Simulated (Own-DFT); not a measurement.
# Strain and stress in wurtzite GaN, 96 atoms (Ga48N48)

Calculated results; nothing here was measured. The program, named Own-DFT, is a retired in-house plane-wave density functional code that no person has reviewed. Each row is one single-point run on a periodic cell that was not relaxed, without spin or spin-orbit coupling.

Settings of every run: PBE; PseudoDojo norm-conserving scalar-relativistic files (stringent for Ga); cutoff 96 hartree; 3 x 4 x 3 k mesh centred on Gamma; Gaussian smearing of 0.01 eV.

Known limits: forces on such cells passed a denser k mesh, each cell not checked; stress not checked against mesh or cutoff.

Unstrained cell vectors in Å: (12.756, 0.000, 0.000); (-4.783, 8.285, 0.000); (0.000, 0.000, 10.370). The unstrained cell has measured lattice constants (interpolated for alloys), not those of this functional. That, the random moves and any unrelaxed bonds set the pressure at no strain. Each run strains this cell uniformly, with the atoms carried along. Every atom was also moved at random, by a Gaussian of width 0.05 Å on each axis. Strain is the symmetric tensor, in per cent. Stress is positive in tension, and the pressure is minus a third of its trace.

```
run  e_xx (%)  e_yy (%)  e_zz (%)  e_yz (%)  e_xz (%)  e_xy (%)  s_xx (GPa)  s_yy (GPa)  s_zz (GPa)  s_yz (GPa)  s_xz (GPa)  s_xy (GPa)  P (GPa)  E (meV/atom)
  1     -1.58     -0.20      0.43     -0.53     -1.96     -1.17      -12.84      -10.90       -6.52       -1.24       -4.40       -3.02    10.09          35.1
  2      0.03      1.17     -1.37      1.21     -1.39      0.27       -5.52       -1.71      -15.12        2.40       -3.30        1.02     7.45          14.4
  3     -1.17      0.45     -1.18     -1.31      0.52      1.52      -13.67       -7.64      -13.87       -4.22        2.13        4.61    11.72          43.6
  4     -0.39     -1.40      1.36      0.26      1.50     -1.21       -9.02      -14.30       -3.06        1.34        3.32       -3.93     8.79          31.7
  5      0.44     -1.01     -1.19     -1.64      1.73      0.58       -7.69      -11.16      -14.38       -4.47        3.61        1.70    11.08          35.1
  6     -1.82      0.39     -0.34      1.51     -0.05      0.14      -14.47       -9.84       -8.32        3.69        0.28       -0.61    10.88          22.0
  7     -1.53      0.22     -1.04      1.21     -1.06     -0.79      -14.51       -8.24      -13.13        2.33       -2.60       -1.59    11.96          31.9
  8     -0.75     -0.01      1.05     -1.95     -0.51     -0.37       -7.80       -6.35       -4.34       -3.92       -1.14       -1.79     6.16           7.6
  9     -1.83      0.84      0.76     -0.76     -0.24     -1.29      -12.99       -5.15       -3.62       -1.50       -0.38       -4.60     7.25           6.2
 10     -1.67     -1.75     -0.40     -1.75     -1.06      1.39      -17.46      -15.79      -12.73       -4.07       -3.51        3.89    15.33          43.0
 11      0.81      1.27     -1.74     -0.17     -0.83     -1.80       -3.89       -2.91      -12.70        0.03       -1.63       -5.42     6.50          18.9
 12      1.37     -0.49      1.36      1.13     -1.70     -1.59       -0.25       -8.06       -0.14        2.04       -2.85       -4.87     2.82           0.0
 13     -0.29     -1.29     -1.69      1.31     -1.24     -1.42      -13.00      -13.36      -16.87        3.49       -2.84       -3.65    14.41          48.6
 14     -1.47      1.63     -1.61     -1.32     -1.73     -0.12      -13.22       -3.39      -14.11       -2.63       -4.22       -1.27    10.24          31.9
 15     -0.60     -0.19      0.42     -0.94      1.76     -0.73       -9.93       -7.96       -5.87       -1.22        4.68       -3.57     7.92          19.0
 16      1.98     -1.03      0.64      1.59      0.20      0.24           ?           ?           ?           ?           ?           ?        ?             ?
```

E is the free energy for each atom above the lowest run shown.

## Worked fit

Each stress component was fitted by least squares to a constant and the strains of the runs shown, as fractions, with shears doubled. Shear strains stay in the fit of a normal stress only where such slopes are resolved. The slopes, in GPa:

```
stress,at no strain,per e_xx,per e_yy,per e_zz,scatter
s_xx,-6.8,438 ± 18,162 ± 19,138 ± 17,0.68
s_yy,-7.5,111 ± 30,402 ± 31,30 ± 28,1.12
s_zz,-7.6,56 ± 28,113 ± 30,479 ± 26,1.06
```

Each shear stress against twice its own strain: yz 109 ± 7, xz 120 ± 6, xy 147 ± 10 GPa. These are stiffnesses along x, y and z of the frame in which the cell vectors are given, which need not be the crystal's axes. The atoms are held to the strained lattice; where symmetry lets them move under strain, relaxing them would lower some slopes. The table should be nearly symmetric about its diagonal, and what it lacks of that shows the noise. A ninth of its sum, 214 ± 6 GPa, estimates the bulk modulus near the mean pressure of these runs, 9.5 GPa, so it lies above the value at zero pressure.

## Withheld run

Question: what normal stresses and pressure should run 16 give?

The fit gives s_xx = 1.0, s_yy = -9.2, s_zz = -4.6 and P = 4.2 GPa. The calculation gave 1.06, -10.92, -4.59 and P = 4.82 GPa.
